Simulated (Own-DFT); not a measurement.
Si3N4 (beta silicon nitride, atoms displaced) (calculated)

Computed with Own-DFT development build. A calculation, not a measurement: plane-wave PBE density functional theory by an unreviewed code, no spin, of a simulated periodic cell, stress positive in tension, free energy of the whole cell less one offset for each atom, forces on such cells passed a denser k mesh, this cell's mesh not checked; offsets are fitted by least squares, one for each functional and potential file, so energies compare only between cells with the same atoms and settings and are not formation energies; the far tail of each file's local potential was reset to the Coulomb form; each entry is a single point on an unrelaxed cell, so the pressure reflects the starting lattice, mostly measured values (interpolated for alloys), from which strain is counted, and rises with the displacements; printed positions are rounded, which can move forces by about a meV/angstrom; the program, named Own-DFT, is a retired in-house code; no spin-orbit coupling.

Common to all runs: functional PBE; potential files PseudoDojo norm-conserving, scalar-relativistic, standard set; wave cutoff 42 hartree; occupations Fermi-Dirac; smearing width 0.1 eV; k mesh 3 x 3 x 3 centred on Gamma.

(1) Si3N4 (beta silicon nitride, atoms displaced)

```
Si3N4
1.0
      7.6060     0.0000     0.0000
     -3.8030     6.5870     0.0000
      0.0000     0.0000     8.7270
Si N Si N Si N
6 8 6 8 6 8
Direct
  0.17349 0.77682 0.08703
  0.24436 0.40202 0.07887
  0.59354 0.82306 0.08300
  0.82277 0.22415 0.25509
  0.77583 0.59082 0.25458
  0.39800 0.16018 0.24619
  0.34450 0.03680 0.09268
  0.95970 0.30591 0.08815
  0.69548 0.65496 0.09175
  0.67805 0.98899 0.24428
  0.03249 0.69798 0.25399
  0.32449 0.33486 0.25313
  0.33539 0.66873 0.08162
  0.66054 0.32097 0.24371
  0.17435 0.77281 0.41093
  0.22947 0.40250 0.42144
  0.60844 0.83299 0.41613
  0.81507 0.22657 0.57759
  0.76931 0.60361 0.59850
  0.40443 0.16892 0.58418
  0.31625 0.02224 0.42158
  0.96484 0.30770 0.41298
  0.70007 0.68889 0.42197
  0.66142 0.96358 0.57984
  0.02246 0.69865 0.58251
  0.30150 0.32531 0.58485
  0.33147 0.66953 0.41435
  0.67098 0.33686 0.57307
  0.17969 0.77213 0.75009
  0.23152 0.40158 0.74676
  0.59198 0.83774 0.75840
  0.83684 0.23153 0.91759
  0.75859 0.59639 0.92049
  0.41822 0.17044 0.92003
  0.33384 0.03150 0.75359
  0.98812 0.31529 0.75805
  0.69994 0.66068 0.74288
  0.68040 0.97439 0.92097
  0.03546 0.69702 0.90508
  0.30922 0.35046 0.92005
  0.34565 0.67946 0.75334
  0.67745 0.33938 0.91729
```

```
free energy of cell above offsets : -1.568 eV
pressure                          : 9.08 GPa
stress xx                         : -6.81 GPa
stress yy                         : -9.21 GPa
stress zz                         : -11.21 GPa
stress yz                         : -3.33 GPa
stress xz                         : 2.99 GPa
stress xy                         : -0.01 GPa
```

Force:
```csv
element,x (eV/Å),y (eV/Å),z (eV/Å)
Si,1.343,-2.277,-2.089
Si,-4.127,1.715,4.937
Si,0.181,0.174,1.665
Si,-0.631,5.117,-2.139
Si,-2.054,-1.852,1.545
Si,1.591,3.875,5.606
N,-0.867,-3.715,-5.211
N,3.852,0.802,-0.26
N,-1.457,2.188,-1.001
N,-0.089,-7.841,0.755
N,-0.866,0.295,-2.04
N,-3.604,0.815,-0.234
N,-0.347,0.09,0.321
N,0,1.787,1.091
Si,0.752,-2.323,3.44
Si,0.269,1.307,-1.929
Si,-5.332,0.761,-1.926
Si,1.649,1.154,1.212
Si,3.212,-2.616,-8.585
Si,0.872,0.978,-0.356
N,0.421,2.113,-1.089
N,2.032,-0.11,1.939
N,6.185,-4.312,-0.503
N,0.271,2.529,2.441
N,2.194,1.204,0.175
N,-0.682,0.206,-0.071
N,1.117,-0.296,0.106
N,-1.895,-0.198,0.858
Si,-0.1,-1.048,-2.07
Si,1.713,2.898,0.984
Si,2.142,-1.364,-2.57
Si,-0.9,2.107,0.88
Si,2.998,-0.724,-1.333
Si,-0.898,2.279,-0.133
N,0.14,0.558,0.093
N,-3.489,-2.558,-2.223
N,-5.697,3.502,8.256
N,0.12,-0.462,-0.344
N,-2.287,0.336,4.22
N,4.055,-3.269,-3.515
N,-1.188,-2.492,-0.401
N,-0.598,-1.334,-0.501
```

(2) Si3N4 (beta silicon nitride, atoms displaced)

```
Si3N4
1.0
      7.6060     0.0000     0.0000
     -3.8030     6.5870     0.0000
      0.0000     0.0000     8.7270
Si N Si N Si N
6 8 6 8 6 8
Direct
  0.17374 0.76297 0.08165
  0.22926 0.40694 0.08760
  0.59528 0.81886 0.09362
  0.83802 0.23266 0.24396
  0.77728 0.60471 0.25766
  0.40018 0.18066 0.25552
  0.32247 0.03276 0.08062
  0.97801 0.30695 0.08063
  0.69655 0.67346 0.08062
  0.66734 0.97459 0.23691
  0.02788 0.68673 0.25368
  0.31223 0.34012 0.25302
  0.33728 0.66744 0.08066
  0.66167 0.32980 0.25191
  0.17199 0.76762 0.41642
  0.24006 0.40624 0.41998
  0.61099 0.82840 0.40544
  0.83809 0.23908 0.57768
  0.77428 0.59273 0.58062
  0.40363 0.18810 0.58687
  0.33054 0.04274 0.41358
  0.96956 0.30210 0.41430
  0.69110 0.67620 0.41241
  0.65835 0.97242 0.58437
  0.03008 0.70026 0.58234
  0.30049 0.32434 0.57854
  0.33474 0.66320 0.41187
  0.65937 0.32365 0.58355
  0.18339 0.77483 0.74714
  0.22265 0.39460 0.74870
  0.60138 0.81738 0.74587
  0.81611 0.22614 0.92190
  0.77366 0.60448 0.92099
  0.40994 0.18614 0.91111
  0.32211 0.01482 0.74499
  0.96811 0.30512 0.74666
  0.71244 0.67937 0.74374
  0.66390 0.95628 0.90967
  0.01855 0.69406 0.91420
  0.29232 0.32153 0.91395
  0.31668 0.65666 0.75428
  0.67438 0.34046 0.91266
```

```
free energy of cell above offsets : -3.078 eV
pressure                          : 8.05 GPa
stress xx                         : -13.35 GPa
stress yy                         : -6.18 GPa
stress zz                         : -4.61 GPa
stress yz                         : -0.57 GPa
stress xz                         : 0.06 GPa
stress xy                         : 4.34 GPa
```

Force:
```csv
element,x (eV/Å),y (eV/Å),z (eV/Å)
Si,-0.593,1.366,-0.631
Si,2.277,0.686,-1.125
Si,-2.127,0.66,-5.302
Si,-3.366,0.732,1.07
Si,-0.873,-3.191,-2.555
Si,2.607,-1.413,-2.777
N,0.093,-0.066,0.472
N,-1.246,-1.01,-0.103
N,2.491,-1.398,2.09
N,0.981,0.938,3.29
N,0.342,0.987,-0.955
N,-2.271,0.861,-0.714
N,-0.703,-0.648,0.456
N,1.562,1.713,-0.194
Si,2.02,1.455,0.373
Si,-1.887,1.126,-1.556
Si,-7.246,3.76,2.541
Si,-2.935,-2.263,1.731
Si,-0.969,-0.911,0.386
Si,4.287,-5.473,-0.924
N,-0.53,-2.856,1.973
N,2.105,0.287,-0.921
N,6.004,-3.562,1.129
N,1.508,-0.416,-1.905
N,0.273,0.091,-0.666
N,-3.479,2.428,2.074
N,0.102,1.399,0.175
N,0.828,2.869,-0.131
Si,-2.191,-4.069,0.907
Si,-0.656,1.82,0.287
Si,-3.86,1.143,-0.55
Si,1.184,-0.897,-2.509
Si,-0.976,-1.366,-1.714
Si,1.431,-3.179,0.958
N,-0.052,6.839,0.508
N,-0.099,-0.948,0.9
N,1.175,-1.765,0.629
N,0.221,1.938,2.513
N,3.503,1.788,0.572
N,-0.954,1.138,0.395
N,3.897,-0.277,-0.564
N,-1.877,-0.316,0.367
```

(3) Si3N4 (beta silicon nitride, atoms displaced)

```
Si3N4
1.0
      7.6060     0.0000     0.0000
     -3.8030     6.5870     0.0000
      0.0000     0.0000     8.7270
Si N Si N Si N
6 8 6 8 6 8
Direct
  0.16325 0.74872 0.08340
  0.22978 0.39171 0.07924
  0.58907 0.82968 0.08531
  0.81940 0.23225 0.24416
  0.77593 0.59215 0.25706
  0.40267 0.17620 0.24736
  0.33465 0.03091 0.09087
  0.96166 0.29865 0.08141
  0.69714 0.67324 0.07590
  0.67154 0.96238 0.25544
  0.02165 0.70108 0.25384
  0.30894 0.34647 0.25263
  0.32688 0.65373 0.08745
  0.66674 0.32678 0.24927
  0.16915 0.78160 0.41870
  0.21751 0.39078 0.41783
  0.60537 0.81749 0.41898
  0.81245 0.21893 0.58973
  0.75674 0.57569 0.58539
  0.40364 0.17267 0.58516
  0.33246 0.03017 0.40936
  0.96791 0.30178 0.41946
  0.69651 0.66552 0.40877
  0.65960 0.96416 0.58981
  0.01796 0.68911 0.59410
  0.29165 0.32277 0.57456
  0.32774 0.67239 0.40443
  0.67426 0.34439 0.58884
  0.16700 0.76278 0.75422
  0.24356 0.40864 0.75143
  0.59711 0.82563 0.75159
  0.82898 0.24428 0.91497
  0.76503 0.59669 0.92993
  0.39636 0.16335 0.91807
  0.34287 0.04278 0.75022
  0.97321 0.29457 0.75666
  0.70103 0.67097 0.75705
  0.66778 0.96417 0.91853
  0.02677 0.69074 0.92123
  0.29306 0.32159 0.91342
  0.31974 0.66826 0.74853
  0.65707 0.33234 0.92468
```

```
free energy of cell above offsets : -3.488 eV
pressure                          : 7.76 GPa
stress xx                         : -8.09 GPa
stress yy                         : -6.33 GPa
stress zz                         : -8.87 GPa
stress yz                         : -0.51 GPa
stress xz                         : 0.96 GPa
stress xy                         : 2.5 GPa
```

Force:
```csv
element,x (eV/Å),y (eV/Å),z (eV/Å)
Si,1.352,1.789,1.8
Si,-1.853,1.698,1.292
Si,0.277,-1.365,0.275
Si,2.235,-1.853,2.094
Si,-3.104,-1.452,-3.181
Si,0.325,1.103,0.86
N,-0.768,-2.49,-2.168
N,1.864,0.682,0.361
N,-0.645,0.387,4.938
N,0.149,1.762,-0.761
N,2.249,1.139,-0.566
N,1.162,-2.256,-1.057
N,-0.244,0.698,-0.809
N,-2.333,1.643,0.397
Si,2.047,-3.288,0.853
Si,-0.844,4.321,-1.449
Si,-5.431,1.089,-0.41
Si,2.165,2.279,-0.539
Si,-1.131,7.078,0.672
Si,0.53,0.708,-1.804
N,-0.493,1.992,2.236
N,-2.303,-1.779,-0.218
N,2.137,-1.705,3.277
N,0.57,-0.139,-1.664
N,0.362,1.581,-2.081
N,1.259,-0.124,2.899
N,1.085,-1.008,1.502
N,-0.411,-7.625,-0.266
Si,-0.879,1.31,-0.449
Si,-2.61,0.449,-1.611
Si,-1.399,-1.109,1.57
Si,-1.123,-2.254,0.425
Si,0.966,-1.526,-3.894
Si,1.126,1.535,1.353
N,-0.711,-3.615,-0.223
N,-0.307,0.003,-1.859
N,-0.078,-0.818,-1.343
N,-0.458,2.093,-0.306
N,-0.79,0.189,-0.531
N,0.926,-0.559,0.648
N,4.259,-0.859,0.166
N,0.87,0.296,-0.432
```

(4) Si3N4 (beta silicon nitride, atoms displaced)

```
Si3N4
1.0
      7.6060     0.0000     0.0000
     -3.8030     6.5870     0.0000
      0.0000     0.0000     8.7270
Si N Si N Si N
6 8 6 8 6 8
Direct
  0.18283 0.78172 0.07220
  0.24095 0.41618 0.08770
  0.60066 0.83437 0.08113
  0.82746 0.22778 0.25098
  0.76381 0.58874 0.25428
  0.40592 0.17922 0.25800
  0.32983 0.02860 0.08934
  0.95717 0.29317 0.07644
  0.69376 0.67914 0.07988
  0.67060 0.97278 0.24730
  0.04014 0.70782 0.24768
  0.30960 0.33765 0.25419
  0.34325 0.66747 0.08202
  0.66123 0.32988 0.24660
  0.16649 0.76812 0.41909
  0.22702 0.39980 0.41753
  0.59471 0.82707 0.41021
  0.80879 0.23017 0.58513
  0.76527 0.59938 0.58290
  0.41760 0.18840 0.58192
  0.33426 0.03284 0.42577
  0.96672 0.29778 0.41631
  0.70186 0.67117 0.41961
  0.67075 0.97225 0.58584
  0.03630 0.69390 0.58322
  0.30148 0.31743 0.58679
  0.31119 0.65001 0.42207
  0.66602 0.32509 0.59291
  0.17813 0.76941 0.74093
  0.23922 0.40744 0.75681
  0.59952 0.83470 0.74948
  0.80897 0.21356 0.92350
  0.77978 0.60697 0.91123
  0.39991 0.17639 0.91421
  0.34063 0.03562 0.74895
  0.97686 0.31076 0.75679
  0.69128 0.66844 0.74237
  0.66408 0.96716 0.92301
  0.03267 0.70744 0.91244
  0.28531 0.31471 0.90639
  0.33438 0.66199 0.73936
  0.66625 0.33021 0.91305
```

```
free energy of cell above offsets : -3.545 eV
pressure                          : 8.08 GPa
stress xx                         : -8.25 GPa
stress yy                         : -9.4 GPa
stress zz                         : -6.59 GPa
stress yz                         : 0.55 GPa
stress xz                         : -1.32 GPa
stress xy                         : 3.08 GPa
```

Force:
```csv
element,x (eV/Å),y (eV/Å),z (eV/Å)
Si,0.339,-2.86,2.349
Si,-1.188,-2.402,-1.701
Si,-1.162,-1.491,1.632
Si,-0.624,1.561,-0.709
Si,1.076,1.317,-2.313
Si,0.498,-2.069,-0.763
N,-0.019,2.961,-0.898
N,3.029,1.38,3.219
N,3.75,-2.232,0.452
N,-0.091,-0.867,0.672
N,-2.129,-0.919,-0.638
N,-0.918,0.044,-0.817
N,-2.269,1.393,-0.309
N,1.183,0.629,0.661
Si,1.75,0.61,-1.364
Si,-0.125,-0.435,1.82
Si,-2.012,-1.042,1.939
Si,6.841,0.27,0.986
Si,2.384,-1.404,0.533
Si,-0.018,-3.803,1.471
N,0.009,-0.505,-1.654
N,-0.607,-0.705,0.53
N,-0.505,0.264,-1.062
N,0.016,-0.638,-1.625
N,-3.721,-0.844,-0.213
N,-3.427,2.763,-0.721
N,2.706,3.111,-0.721
N,-2.75,4.959,-0.895
Si,1.246,0.652,1.822
Si,-2.631,-0.121,-3.99
Si,-1.489,-1.617,0.111
Si,1.041,4.498,-3.149
Si,-1.688,-2.403,0.924
Si,2.094,-0.6,0.723
N,-0.166,-1.483,-0.275
N,-1.81,-1.686,-0.904
N,0.969,0.278,1.829
N,-0.098,-1.112,-2.834
N,0.973,0.738,-0.758
N,0.653,0.554,5.216
N,0.376,1.817,1.029
N,-1.488,1.439,0.396
```

(5) Si3N4 (beta silicon nitride, atoms displaced)

```
Si3N4
1.0
      7.6060     0.0000     0.0000
     -3.8030     6.5870     0.0000
      0.0000     0.0000     8.7270
Si N Si N Si N
6 8 6 8 6 8
Direct
  0.17538 0.77237 0.08733
  0.21905 0.39230 0.08520
  0.58826 0.82517 0.07700
  0.82801 0.23946 0.24833
  0.77688 0.60238 0.24672
  0.40608 0.17255 0.25154
  0.32320 0.02494 0.07961
  0.95903 0.28136 0.09346
  0.69438 0.65210 0.07610
  0.68845 0.98524 0.25023
  0.03029 0.69942 0.26122
  0.29670 0.32554 0.25197
  0.32742 0.67070 0.08426
  0.66979 0.34029 0.25154
  0.17293 0.77097 0.41168
  0.22879 0.41412 0.41234
  0.58145 0.81678 0.41898
  0.82757 0.23902 0.58337
  0.77543 0.58825 0.58023
  0.39961 0.17603 0.58088
  0.32413 0.02200 0.42316
  0.97293 0.30263 0.41340
  0.70158 0.66053 0.41743
  0.67130 0.96827 0.57741
  0.02172 0.68980 0.58013
  0.29487 0.32884 0.58486
  0.34509 0.66420 0.42075
  0.67304 0.34172 0.58762
  0.18378 0.78250 0.75561
  0.22863 0.40064 0.74291
  0.59282 0.82830 0.74673
  0.83025 0.23949 0.91476
  0.76597 0.58262 0.90959
  0.40732 0.16949 0.91634
  0.31498 0.01328 0.75937
  0.95689 0.29721 0.73624
  0.69441 0.65824 0.74795
  0.67202 0.95998 0.91491
  0.04278 0.71668 0.91314
  0.29377 0.33423 0.91662
  0.33637 0.66850 0.75219
  0.68383 0.34885 0.91533
```

```
free energy of cell above offsets : -2.346 eV
pressure                          : 9.44 GPa
stress xx                         : -6.61 GPa
stress yy                         : -13.79 GPa
stress zz                         : -7.9 GPa
stress yz                         : -1.35 GPa
stress xz                         : 0.41 GPa
stress xy                         : -2.01 GPa
```

Force:
```csv
element,x (eV/Å),y (eV/Å),z (eV/Å)
Si,-1.098,-1.429,-0.943
Si,0.488,1.925,0.119
Si,1.81,-0.65,2.45
Si,-1.552,-0.754,2.989
Si,-2.137,-1.054,0.544
Si,0.449,0.588,-0.1
N,0.533,2.483,1.737
N,1.692,1.949,-4.744
N,-1.456,1.873,0.952
N,-1.336,-4.558,-0.143
N,0.279,0.179,-4.339
N,-0.133,-0.063,-0.296
N,1.266,-1.99,0.538
N,-0.244,-1.161,-0.206
Si,1.507,-1.677,4.395
Si,1.509,-2.392,0.735
Si,5.734,3.405,-1.546
Si,-1.479,-2.32,-4.271
Si,-3.3,2.08,0.667
Si,1.611,0.099,1.574
N,0.356,2.152,-1.448
N,-0.77,0.282,0.704
N,-1.77,1.274,-0.834
N,-0.365,1.065,1.129
N,4.162,2.475,0.711
N,0.505,-0.628,-1.977
N,-5.532,-0.36,-0.567
N,-1.623,-4.5,-0.308
Si,-0.255,-8.585,-2.518
Si,-1.585,1.822,2.086
Si,1.724,-1.477,-0.599
Si,0.956,-2.2,-0.013
Si,-0.381,6.693,0.08
Si,-0.837,1.841,0.248
N,1.158,9.954,-2.203
N,3.804,1.53,5.411
N,-0.623,0.874,-0.721
N,-0.359,3.407,-0.778
N,-2.178,-2.252,2.347
N,1.469,-1.685,-0.571
N,-1.034,-0.825,-0.474
N,-0.968,-7.392,0.181
```

(6) Si3N4 (beta silicon nitride, atoms displaced)

```
Si3N4
1.0
      7.6060     0.0000     0.0000
     -3.8030     6.5870     0.0000
      0.0000     0.0000     8.7270
Si N Si N Si N
6 8 6 8 6 8
Direct
  0.16047 0.76756 0.08130
  0.23418 0.39766 0.07849
  0.59692 0.82383 0.08132
  0.83878 0.24061 0.24000
  0.78522 0.59362 0.24983
  0.40788 0.17399 0.24892
  0.33800 0.02162 0.08411
  0.96460 0.29561 0.08168
  0.69480 0.66845 0.08636
  0.65793 0.96376 0.25337
  0.03379 0.69198 0.25971
  0.30499 0.32479 0.25045
  0.33228 0.67316 0.08367
  0.65002 0.33909 0.24734
  0.16843 0.76754 0.41598
  0.21930 0.41325 0.42430
  0.59498 0.82827 0.40535
  0.82573 0.22069 0.58565
  0.76190 0.60214 0.58363
  0.40095 0.16645 0.57834
  0.32920 0.02133 0.41838
  0.96111 0.29004 0.41916
  0.71110 0.66827 0.41676
  0.66642 0.97873 0.57926
  0.02591 0.70076 0.57069
  0.31330 0.34390 0.57337
  0.34283 0.65903 0.41582
  0.66088 0.32616 0.57874
  0.17481 0.77641 0.75355
  0.24495 0.40949 0.75128
  0.59345 0.82702 0.75140
  0.82513 0.23099 0.92185
  0.76114 0.59165 0.92072
  0.39787 0.16639 0.91673
  0.33003 0.02883 0.75460
  0.96719 0.30621 0.75130
  0.69417 0.67293 0.74792
  0.65853 0.97157 0.91650
  0.02772 0.69160 0.91786
  0.28982 0.31649 0.91526
  0.33492 0.67129 0.74820
  0.66311 0.33393 0.90779
```

```
free energy of cell above offsets : -3.160 eV
pressure                          : 7.65 GPa
stress xx                         : -4.67 GPa
stress yy                         : -9.07 GPa
stress zz                         : -9.22 GPa
stress yz                         : 0.23 GPa
stress xz                         : -0.2 GPa
stress xy                         : -2.48 GPa
```

Force:
```csv
element,x (eV/Å),y (eV/Å),z (eV/Å)
Si,3.594,-0.118,1.399
Si,-0.527,2.276,2.704
Si,-2.601,0.495,0.83
Si,-4.14,-2.414,4.642
Si,-4.492,-0.129,1.302
Si,-1.088,-1.896,0.726
N,-1.26,0.973,-0.201
N,2.555,1.219,-1.02
N,1.992,-0.245,-0.157
N,0.938,3.7,-4.09
N,-0.18,-0.133,-4.296
N,-3.37,0.899,-0.414
N,0.208,-2.478,-0.427
N,5.96,-0.251,-0.645
Si,3.844,0.326,1.4
Si,2.824,-2.493,-2.405
Si,1.467,-2.153,4.411
Si,-2.372,3.261,0.399
Si,2.264,-3.128,-0.289
Si,0.691,1.755,0.764
N,-0.222,0.708,-1.432
N,0.575,0.793,-1.68
N,-2.401,2.083,-2.091
N,0.296,-4.61,0.446
N,-0.173,0.029,4.526
N,0.048,-1.438,2.877
N,-3.391,2.804,-0.107
N,0.362,1.308,0.491
Si,0.345,-2.481,-2.121
Si,-2.375,0.227,-1.958
Si,-1.202,1.408,-1.546
Si,-1.565,0.13,-3.212
Si,0.268,-0.195,-1.49
Si,1.935,0.679,0.923
N,-0.701,0.327,-1.593
N,2.012,0.057,0.537
N,1.042,-0.305,1.739
N,1.055,0.028,0.411
N,-1.944,-0.096,-0.519
N,0.233,0.212,-0.159
N,-0.36,-0.692,0.314
N,-0.139,-0.439,1.011
```
